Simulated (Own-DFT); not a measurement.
# Computed records: SiC (4H silicon carbide, atoms displaced)

A calculation, not a measurement: plane-wave PBE density functional theory by an unreviewed code, no spin, of a simulated periodic cell, stress positive in tension, free energy of the whole cell less one offset for each atom, forces on such cells passed a denser k mesh, this cell's mesh not checked; offsets are fitted by least squares, one for each functional and potential file, so energies compare only between cells with the same atoms and settings and are not formation energies; the far tail of each file's local potential was reset to the Coulomb form; each entry is a single point on an unrelaxed cell, so the pressure reflects the starting lattice, mostly measured values (interpolated for alloys), from which strain is counted, and rises with the displacements; printed positions are rounded, which can move forces by about a meV/angstrom; the program, named Own-DFT, is a retired in-house code; no spin-orbit coupling. Program: Own-DFT development build.

Common to all runs: functional PBE; potential files PseudoDojo norm-conserving, scalar-relativistic, standard set; wave cutoff 42 hartree; occupations Fermi-Dirac; smearing width 0.1 eV; hardware one NVIDIA H100; k mesh 4 x 4 x 3 centred on Gamma.

(1) SiC (4H silicon carbide, atoms displaced)

```
CELL_PARAMETERS angstrom
9.24810 0.00000 0.00000
-4.62410 8.00910 0.00000
0.00000 0.00000 10.06810
ATOMIC_POSITIONS crystal
Si 0.97303 0.97525 0.40928
Si 0.11473 0.23162 0.15439
C 0.99044 0.98422 0.08858
C 0.11494 0.21713 0.35995
Si 0.98177 0.31258 0.42337
Si 0.11486 0.56084 0.15383
C 0.98344 0.34448 0.09685
C 0.09574 0.54432 0.34045
Si 0.97090 0.65318 0.39604
Si 0.09949 0.86795 0.15234
C 0.99125 0.66521 0.08727
C 0.09955 0.88223 0.34320
Si 0.34365 0.00458 0.39384
Si 0.45438 0.21755 0.16248
C 0.32722 0.98865 0.08720
C 0.44179 0.20458 0.33884
Si 0.31568 0.32535 0.39498
Si 0.46774 0.57440 0.16656
C 0.30985 0.32243 0.09494
C 0.43124 0.56696 0.33805
Si 0.31637 0.64346 0.41618
Si 0.45420 0.87033 0.13888
C 0.35476 0.67661 0.08345
C 0.41638 0.88393 0.35301
Si 0.67177 0.02733 0.40091
Si 0.75239 0.21394 0.15481
C 0.65856 0.97735 0.11904
C 0.78212 0.21888 0.34589
Si 0.67465 0.34051 0.40683
Si 0.78009 0.55356 0.15326
C 0.65910 0.31678 0.10806
C 0.77692 0.55804 0.33496
Si 0.68560 0.66168 0.40536
Si 0.79874 0.90094 0.16002
C 0.67387 0.67514 0.11207
C 0.76629 0.89300 0.33570
Si 0.98450 0.99810 0.90142
Si 0.90252 0.79808 0.67820
C 0.01000 0.01312 0.59653
C 0.90752 0.77301 0.84232
Si 0.00696 0.68518 0.89478
Si 0.87826 0.44044 0.66565
C 0.99276 0.64678 0.58052
C 0.88172 0.45405 0.84031
Si 0.99031 0.33261 0.89465
Si 0.87983 0.11152 0.65772
C 0.98228 0.32118 0.59939
C 0.88602 0.11576 0.84984
Si 0.65716 0.00019 0.89926
Si 0.55836 0.78245 0.64252
C 0.67616 0.01503 0.60122
C 0.56818 0.78720 0.84964
Si 0.67708 0.66135 0.93136
Si 0.54182 0.43401 0.65957
C 0.66343 0.66202 0.59304
C 0.56769 0.43970 0.83492
Si 0.64232 0.33197 0.89754
Si 0.56184 0.09984 0.66271
C 0.66552 0.32206 0.60329
C 0.56205 0.11802 0.84509
Si 0.32976 0.01141 0.88987
Si 0.23700 0.77607 0.65228
C 0.35729 0.99954 0.60558
C 0.21962 0.78383 0.83922
Si 0.31433 0.67237 0.91594
Si 0.22703 0.44476 0.66215
C 0.34018 0.67637 0.61376
C 0.23569 0.46304 0.85258
Si 0.33787 0.33383 0.90427
Si 0.22695 0.11980 0.65331
C 0.32367 0.33719 0.61128
C 0.22740 0.11728 0.85290
```

```
free energy of cell above offsets : 13.444 eV
pressure                          : 12.21 GPa
stress xx                         : -15.46 GPa
stress yy                         : -12.01 GPa
stress zz                         : -9.16 GPa
stress yz                         : 0.11 GPa
stress xz                         : -0.82 GPa
stress xy                         : 1.69 GPa
wall time                         : 359.7 s
```

Force:
```tsv
element	x (eV/Å)	y (eV/Å)	z (eV/Å)
Si	2.521	2.9	-0.171
Si	-4.509	-2.682	1.811
C	2.178	2.982	-0.811
C	-5.479	-3.137	-2.517
Si	2.464	2.941	-3.135
Si	-0.127	-0.495	0.423
C	1.868	-2.299	-1.483
C	0.311	-0.303	1.355
Si	7.424	3.201	2.724
Si	0.499	4.135	0.883
C	1.496	-1.507	-0.891
C	-0.14	-0.308	-0.052
Si	-5.523	-1.795	4.377
Si	-4.956	-2.741	-1.96
C	1.046	0.484	-0.222
C	-0.693	5.89	1.558
Si	5.018	2.847	2.022
Si	-4.074	-3.355	-2.261
C	6.853	3.727	-1.092
C	4.371	-2.769	2.171
Si	-3.302	4.295	0.1
Si	-6.92	3.858	4.818
C	-1.583	-5.571	2.127
C	7.747	-3.933	-2.674
Si	-1.524	-8.501	2.249
Si	7.435	-2.316	1.749
C	2.748	5.407	-3.985
C	-2.262	4.822	-2.154
Si	-0.596	-2.321	1.181
Si	-0.044	-1.159	-0.308
C	-3.778	5.352	-4.357
C	-1.509	-3.913	-1.149
Si	-6.238	2.466	1.416
Si	-2.785	-1.382	0.299
C	2.547	-0.969	-1.75
C	0.815	-0.824	3.318
Si	2.83	0.542	1.676
Si	-0.144	-2.699	-7.605
C	-1.447	-1.925	0.545
C	-8.662	3.993	2.522
Si	5.686	-5.662	3.608
Si	0.72	0.887	-2.564
C	-0.3	2.569	2.067
C	0.559	-0.657	2.39
Si	0.475	2.588	2.873
Si	3.138	0.052	1.532
C	1.377	2.548	1.536
C	-0.612	-1.071	-1.486
Si	1.882	-0.098	2.589
Si	1.936	0.402	2.9
C	0.765	-3.806	-3.209
C	-0.178	-2.169	-1.024
Si	-1.761	1.288	-4.312
Si	2.094	1.527	-2.251
C	0.992	0.545	0.117
C	-7.198	4.319	1.842
Si	8.814	-2.644	3.773
Si	-1.715	3.241	0.136
C	-2.26	0.862	-2.041
C	-1.472	-0.792	0.213
Si	2.945	-2.541	3.346
Si	-5.77	1.179	0.328
C	-4.799	-0.116	-2.37
C	0.526	0.586	-0.088
Si	3.451	0.599	-3.437
Si	-3.601	1.754	1.669
C	2.531	-4.481	-3.955
C	-1.121	-3.029	-1.274
Si	-1.591	1.318	1.541
Si	1.678	-1.708	1.344
C	2.792	-0.812	-3.606
C	-3.858	0.391	-2.931
```

(2) SiC (4H silicon carbide, atoms displaced)

```
CELL_PARAMETERS angstrom
9.24810 0.00000 0.00000
-4.62410 8.00910 0.00000
0.00000 0.00000 10.06810
ATOMIC_POSITIONS crystal
Si 0.98836 0.98785 0.40265
Si 0.12972 0.22581 0.14321
C 0.98386 0.98811 0.07596
C 0.12302 0.24014 0.33896
Si 0.00188 0.33573 0.39494
Si 0.13401 0.57320 0.16132
C 0.98403 0.32203 0.08574
C 0.11028 0.54836 0.33981
Si 0.98796 0.64468 0.38991
Si 0.11080 0.89428 0.15236
C 0.99146 0.66157 0.08973
C 0.11494 0.87791 0.33765
Si 0.32886 0.99371 0.42316
Si 0.43046 0.22408 0.16030
C 0.35493 0.02034 0.07611
C 0.47425 0.22757 0.35293
Si 0.34245 0.33222 0.38542
Si 0.44044 0.56159 0.15947
C 0.32586 0.32011 0.09590
C 0.41299 0.53830 0.33624
Si 0.34617 0.67965 0.40016
Si 0.45485 0.90607 0.16714
C 0.34124 0.68422 0.09218
C 0.44982 0.88433 0.33649
Si 0.68373 0.00584 0.40101
Si 0.78615 0.23787 0.16211
C 0.66594 0.98540 0.09510
C 0.78447 0.20786 0.34455
Si 0.66742 0.34272 0.39005
Si 0.78681 0.53640 0.17063
C 0.66988 0.33338 0.08701
C 0.78303 0.56985 0.34858
Si 0.65874 0.65438 0.40318
Si 0.76708 0.88558 0.15006
C 0.66766 0.67587 0.09234
C 0.77146 0.89135 0.33954
Si 0.99657 0.00970 0.90494
Si 0.91948 0.80430 0.64645
C 0.00394 0.01053 0.58759
C 0.91215 0.78518 0.83779
Si 0.97018 0.65803 0.91449
Si 0.88966 0.45416 0.66440
C 0.00788 0.65893 0.59236
C 0.88656 0.43583 0.86365
Si 0.98037 0.32143 0.90514
Si 0.89393 0.12110 0.65519
C 0.99767 0.33355 0.59517
C 0.89056 0.10971 0.83258
Si 0.65465 0.01121 0.90390
Si 0.53645 0.74790 0.66122
C 0.67717 0.00342 0.58721
C 0.55976 0.78627 0.83161
Si 0.67250 0.67765 0.90014
Si 0.55313 0.43166 0.66314
C 0.66233 0.66007 0.58778
C 0.53683 0.43029 0.83644
Si 0.68177 0.33956 0.89615
Si 0.56321 0.11780 0.65729
C 0.66056 0.32728 0.59390
C 0.53517 0.10805 0.83839
Si 0.32592 0.00119 0.91052
Si 0.21865 0.79953 0.66356
C 0.31524 0.97283 0.59143
C 0.22632 0.76634 0.83206
Si 0.31595 0.65251 0.90003
Si 0.22901 0.44782 0.65856
C 0.33686 0.65994 0.58689
C 0.19968 0.44001 0.83944
Si 0.32258 0.35595 0.92570
Si 0.23304 0.12413 0.65738
C 0.33201 0.31637 0.59579
C 0.23413 0.11109 0.85381
```

```
free energy of cell above offsets : 11.113 eV
pressure                          : 10.6 GPa
stress xx                         : -9.24 GPa
stress yy                         : -10.45 GPa
stress zz                         : -12.11 GPa
stress yz                         : 3.84 GPa
stress xz                         : -1.09 GPa
stress xy                         : -0.49 GPa
wall time                         : 370.8 s
```

Force:
```tsv
element	x (eV/Å)	y (eV/Å)	z (eV/Å)
Si	1.341	2.037	-0.726
Si	-8.561	-3.761	3.051
C	1.564	1.594	4.6
C	0.83	-3.939	-1.361
Si	1.078	-0.777	2.905
Si	-2.765	-2.31	-2.678
C	3.939	2.246	0.954
C	-0.154	1.667	-0.058
Si	3.418	3.897	3.928
Si	0.141	-0.802	-1.507
C	1.88	1.208	2.875
C	-1.312	1.089	0.706
Si	1.149	-0.219	-4.706
Si	5.603	-0.952	-0.733
C	-1.195	-1.881	6.977
C	-8.822	-4.78	-3.567
Si	-0.88	-1.732	4.612
Si	1.011	0.736	-2.087
C	1.942	5.507	-0.202
C	3.76	2.88	0.298
Si	-1.53	-2.806	2.368
Si	-0.028	-0.449	-4.853
C	0.407	-1.241	-0.585
C	-0.769	2.511	3.603
Si	-3.057	-2.341	2.911
Si	-0.034	-3.775	-1.063
C	-3.794	4.221	-1.724
C	-2.213	5.13	-1.691
Si	7.186	1.597	5.387
Si	-2.93	2.856	-3.926
C	-1.376	-0.46	1.667
C	-0.747	-3.631	-1.629
Si	-2.773	2.557	1.048
Si	3.014	0.099	1.318
C	0.465	-3.547	-0.043
C	2.644	-2.649	-0.825
Si	2.839	-1.219	-2.57
Si	-1.797	-4.662	0.927
C	0.943	1.049	0.045
C	-4.589	1.342	-1.271
Si	5.247	-0.341	-0.851
Si	0.884	-2.262	-0.809
C	-1.824	2.142	-1.372
C	-0.365	3.419	-4.58
Si	2.786	-0.431	0.524
Si	-0.511	-1.455	-1.879
C	0.394	1.794	-0.747
C	-2.166	0.262	2.062
Si	1.904	-2.223	-0.179
Si	1.884	3.81	-3.327
C	-1.48	-0.767	0.799
C	-0.547	-1.121	3.686
Si	-0.059	-0.99	-0.3
Si	-1.093	1.435	-3.163
C	1.172	-0.385	0.839
C	1.089	2.662	4.033
Si	-6.534	-2.972	1.97
Si	0.662	-2.874	-1.438
C	1.095	1.754	-0.83
C	2.809	1.65	0.508
Si	1.732	-2.417	-3.609
Si	1.842	-10.21	0.821
C	0.802	10.31	-0.486
C	-3.045	1.845	3.942
Si	1.627	2.868	0.808
Si	-0.897	-1.693	-2.478
C	-1.761	0.392	-0.111
C	1.629	-0.468	1.944
Si	3.17	-2.818	-5.459
Si	-0.632	-5.023	1.999
C	-0.337	5.584	-2.68
C	-5.306	2.235	-2.013
```

(3) SiC (4H silicon carbide, atoms displaced)

```
CELL_PARAMETERS angstrom
9.24810 0.00000 0.00000
-4.62410 8.00910 0.00000
0.00000 0.00000 10.06810
ATOMIC_POSITIONS crystal
Si 0.00493 0.99946 0.40249
Si 0.13475 0.23245 0.14004
C 0.00579 0.98793 0.10378
C 0.10440 0.22086 0.34782
Si 0.97936 0.31853 0.39856
Si 0.09510 0.53894 0.13996
C 0.98896 0.33130 0.10442
C 0.11183 0.57476 0.31328
Si 0.00722 0.67117 0.41646
Si 0.11541 0.87819 0.14915
C 0.99245 0.66051 0.10129
C 0.10545 0.89700 0.35628
Si 0.33227 0.01626 0.40839
Si 0.44101 0.20664 0.16281
C 0.34514 0.00725 0.09657
C 0.43599 0.21374 0.33827
Si 0.33399 0.32896 0.40921
Si 0.43785 0.56642 0.14942
C 0.33393 0.32863 0.08402
C 0.46924 0.56558 0.35509
Si 0.34214 0.67230 0.41456
Si 0.44985 0.87607 0.15014
C 0.34763 0.69065 0.09161
C 0.42075 0.88487 0.34895
Si 0.65965 0.98522 0.41656
Si 0.79873 0.23317 0.14686
C 0.66765 0.99585 0.11598
C 0.78059 0.21421 0.33927
Si 0.67651 0.33230 0.42430
Si 0.78240 0.54027 0.15981
C 0.65539 0.31540 0.08875
C 0.77356 0.57008 0.35412
Si 0.66436 0.64690 0.38754
Si 0.75760 0.88177 0.15393
C 0.68424 0.68236 0.10003
C 0.77499 0.89586 0.33503
Si 0.00424 0.99620 0.91353
Si 0.85226 0.77152 0.64287
C 0.00988 0.00877 0.59082
C 0.87823 0.76956 0.86006
Si 0.00697 0.67759 0.89733
Si 0.88183 0.42458 0.64573
C 0.01140 0.65820 0.59237
C 0.89301 0.46654 0.84847
Si 0.02412 0.33792 0.90354
Si 0.87519 0.10964 0.66602
C 0.99264 0.32820 0.58932
C 0.88431 0.11303 0.81933
Si 0.69115 0.00924 0.92017
Si 0.56402 0.76361 0.65475
C 0.69207 0.01060 0.57762
C 0.56705 0.77096 0.84228
Si 0.66043 0.65453 0.91322
Si 0.56082 0.44177 0.66808
C 0.63793 0.65328 0.60428
C 0.53824 0.42242 0.83517
Si 0.66399 0.33100 0.89142
Si 0.57919 0.13050 0.65875
C 0.65886 0.33175 0.60152
C 0.56702 0.12008 0.83793
Si 0.33308 0.99487 0.90427
Si 0.21727 0.76876 0.66635
C 0.32328 0.99055 0.59009
C 0.21587 0.77941 0.85263
Si 0.32878 0.66220 0.92086
Si 0.24635 0.45687 0.65238
C 0.33843 0.66717 0.57964
C 0.21383 0.44919 0.84817
Si 0.32356 0.33838 0.90272
Si 0.19932 0.09436 0.65163
C 0.33721 0.34212 0.60517
C 0.22380 0.11810 0.84616
```

```
free energy of cell above offsets : 17.577 eV
pressure                          : 13.67 GPa
stress xx                         : -15.75 GPa
stress yy                         : -11.94 GPa
stress zz                         : -13.3 GPa
stress yz                         : -2.15 GPa
stress xz                         : 1.21 GPa
stress xy                         : -0.28 GPa
wall time                         : 361 s
```

Force:
```tsv
element	x (eV/Å)	y (eV/Å)	z (eV/Å)
Si	-4.222	1.392	0.327
Si	-4.516	-4.171	4.775
C	-2.565	2.558	-2.161
C	1.915	1.343	-1.532
Si	3.976	3.346	1.203
Si	0.258	5.223	2.103
C	9.355	0.546	-6.196
C	1.35	-2.133	5.445
Si	-0.152	0.78	-3.272
Si	-0.137	1.005	3.094
C	1.601	0.014	-3.118
C	3.603	-2.185	-2.71
Si	0.086	-4.733	0.553
Si	0.182	2.989	-1.688
C	-0.056	-4.24	-2.004
C	0.935	3.511	2.36
Si	-1.397	1.148	0.18
Si	3.792	-1.276	2.177
C	2.163	3.343	0.31
C	-8.887	-4.33	-3.468
Si	-1.257	-0.679	-6.448
Si	-3.355	8.098	5.475
C	-1.246	-8.822	-1.289
C	3.328	0.719	-0.822
Si	-1.394	0.647	-7.051
Si	-8.853	-5.629	4.235
C	-1.011	3.435	-4.896
C	-4.101	-0.641	0.009
Si	-1.182	0.091	-4.732
Si	-2.891	0.765	0.35
C	1.048	1.882	0.152
C	11.59	-6.819	-2.315
Si	-4.348	9.685	4.666
Si	6.214	1.685	2.883
C	-1.528	-5.882	-1.689
C	1.241	-2.153	2.264
Si	-0.536	-0.544	-0.654
Si	5.477	1.769	2.363
C	-6.624	-3.941	-1.21
C	0.248	1.574	-3.12
Si	-3.101	-1.295	2.672
Si	0.2	4.456	2.835
C	-3.074	-1.201	1.254
C	1.406	-4.342	-1.887
Si	-8.893	-3.361	0.871
Si	4.211	1.427	-11.28
C	2.162	-0.276	-0.001
C	2.111	0.941	14.23
Si	-2.648	-1.489	-2.027
Si	-8.206	5.995	2.328
C	-3.554	-2.01	6.259
C	-2.805	0.935	1.073
Si	0.84	-0.097	0.049
Si	-2.711	-0.031	-3.359
C	7.766	-4.158	-4.881
C	0.085	2.412	4.718
Si	0.766	1.466	3.211
Si	-1.59	-6.201	-0.797
C	1.211	1.845	-1.153
C	0.593	-3.06	1.586
Si	0.114	3.297	0.493
Si	1.018	1.483	-2.296
C	1.066	1.505	2.133
C	3.425	0.044	-1.106
Si	0.895	2.16	-4.387
Si	-4.657	-0.605	0.111
C	-0.38	0.481	7.366
C	5.348	3.218	-2.072
Si	2.397	-1.472	-0.696
Si	5.806	3.665	2.931
C	2.475	-3.209	-2.121
C	-0.379	-1.892	-0.603
```

(4) SiC (4H silicon carbide, atoms displaced)

```
CELL_PARAMETERS angstrom
9.24810 0.00000 0.00000
-4.62410 8.00910 0.00000
0.00000 0.00000 10.06810
ATOMIC_POSITIONS crystal
Si 0.98207 0.99423 0.41324
Si 0.09517 0.20273 0.16323
C 0.01205 0.02581 0.09650
C 0.12271 0.22150 0.34148
Si 0.00671 0.34588 0.40897
Si 0.12619 0.57465 0.17576
C 0.99584 0.33307 0.09022
C 0.11708 0.55150 0.33586
Si 0.99707 0.66346 0.41678
Si 0.11683 0.90462 0.16086
C 0.00150 0.66257 0.10379
C 0.11002 0.88639 0.36440
Si 0.31479 0.00014 0.39892
Si 0.47261 0.26725 0.16063
C 0.32244 0.99891 0.07642
C 0.44534 0.22030 0.33932
Si 0.34062 0.33675 0.41987
Si 0.43994 0.55513 0.17412
C 0.31951 0.33095 0.09734
C 0.45414 0.55638 0.35192
Si 0.33605 0.67336 0.39178
Si 0.46214 0.91404 0.16028
C 0.33728 0.67456 0.09386
C 0.43549 0.87995 0.34803
Si 0.64876 0.98304 0.40591
Si 0.75815 0.22739 0.15316
C 0.65964 0.97887 0.08476
C 0.79218 0.21227 0.35260
Si 0.63676 0.30996 0.40455
Si 0.79926 0.55458 0.14994
C 0.67677 0.33147 0.08034
C 0.79782 0.56472 0.32866
Si 0.67598 0.67785 0.41878
Si 0.77955 0.88833 0.15441
C 0.65183 0.66215 0.09139
C 0.77551 0.88906 0.33495
Si 0.97819 0.99407 0.91978
Si 0.87922 0.77539 0.65310
C 0.97610 0.99474 0.59362
C 0.88240 0.76741 0.84568
Si 0.99910 0.67729 0.90809
Si 0.89292 0.44622 0.63121
C 0.97595 0.66277 0.57407
C 0.89872 0.46431 0.83074
Si 0.99161 0.32588 0.89757
Si 0.88472 0.11554 0.66427
C 0.98839 0.33662 0.59829
C 0.90692 0.11606 0.84949
Si 0.65970 0.99688 0.89475
Si 0.55777 0.76830 0.64325
C 0.65185 0.98610 0.59328
C 0.56045 0.78297 0.84197
Si 0.65121 0.66978 0.92152
Si 0.56576 0.46255 0.65693
C 0.65429 0.66323 0.60945
C 0.54919 0.45040 0.82896
Si 0.67543 0.31503 0.90972
Si 0.54104 0.11900 0.65327
C 0.65371 0.31558 0.60736
C 0.54638 0.09373 0.85433
Si 0.33485 0.01030 0.91554
Si 0.20970 0.77356 0.65988
C 0.32140 0.97502 0.60806
C 0.21952 0.79276 0.84355
Si 0.32411 0.64808 0.90748
Si 0.21927 0.47462 0.65341
C 0.31973 0.65046 0.58359
C 0.23239 0.46493 0.83336
Si 0.33569 0.34279 0.91950
Si 0.22510 0.12085 0.66297
C 0.34327 0.35437 0.58052
C 0.23376 0.10378 0.85506
```

```
free energy of cell above offsets : 14.950 eV
pressure                          : 12.2 GPa
stress xx                         : -7.1 GPa
stress yy                         : -13.25 GPa
stress zz                         : -16.24 GPa
stress yz                         : 1.18 GPa
stress xz                         : -1.24 GPa
stress xy                         : 0.85 GPa
wall time                         : 374.6 s
```

Force:
```tsv
element	x (eV/Å)	y (eV/Å)	z (eV/Å)
Si	1.89	1.917	-1.089
Si	-1.042	10.66	1.93
C	-0.341	-11.04	-2.035
C	-1.326	-0.241	2.641
Si	1.698	-2.83	-0.647
Si	-0.164	-2.08	-9.22
C	-0.278	0.169	0.791
C	-1.092	1.067	7.218
Si	1.424	0.316	-8.884
Si	0.181	-1.668	-0.035
C	1.89	3.946	-2.297
C	-3.723	-0.761	-3.531
Si	4.598	0.44	3.118
Si	-2.299	-3.698	-2.348
C	1.865	1.091	9.593
C	-3.243	-1.247	-0.646
Si	-1.289	-0.536	-6.787
Si	-0.573	0.385	-3.257
C	1.399	1.771	1.797
C	-0.372	0.609	0.75
Si	0.625	-3.765	2.945
Si	-2.285	-3.481	-2.012
C	0.022	-0.192	1.845
C	-1.301	3.926	-2.038
Si	2.099	2.704	0.743
Si	8.427	-3.465	2.394
C	-0.163	3.597	0.333
C	-4.636	-0.1	-1.668
Si	7.074	3.629	2.622
Si	-4.729	-0.384	0.194
C	-4.362	3.352	2.474
C	-2.726	-2.112	3.355
Si	0.539	-1.749	-2.757
Si	-0.352	-0.575	-0.502
C	2.634	-0.147	3.615
C	-0.554	-0.739	2.177
Si	5.391	-1.24	-1.987
Si	0.042	0.689	2.229
C	1.97	0.976	1.07
C	-2.529	2.142	0.683
Si	2.279	-1.048	0.558
Si	-5.088	0.644	4.738
C	1.163	0.055	8.338
C	0.222	-3.052	0.548
Si	0.462	4.596	1.929
Si	-0.698	-1.235	-1.291
C	4.407	-1.152	-1.789
C	-4.245	-0.556	-2.373
Si	1.984	-0.987	1.924
Si	-6.247	2.368	4.194
C	0.218	2.092	0.124
C	-1.238	-1.535	-1.167
Si	2.06	-1.445	-5.361
Si	-0.654	-6.024	0.092
C	5.076	1.726	-4.969
C	0.543	-0.674	5.776
Si	-1.852	2.654	-5.323
Si	1.705	-7.151	2.938
C	-0.448	6.562	-4.13
C	-0.349	3.246	-2.372
Si	2.568	-2.89	-5.067
Si	0.513	-2.513	0.703
C	-1.733	6.153	-3.869
C	0.981	-2.398	0.637
Si	-0.882	7.603	1.767
Si	1.658	-9.253	2.452
C	0.001	9.082	-3.235
C	-0.406	-6.684	0.005
Si	0.581	-0.93	-4.092
Si	-0.022	-0.969	0.142
C	-0.421	-1.66	7.666
C	-6.526	4.031	-2.275
```
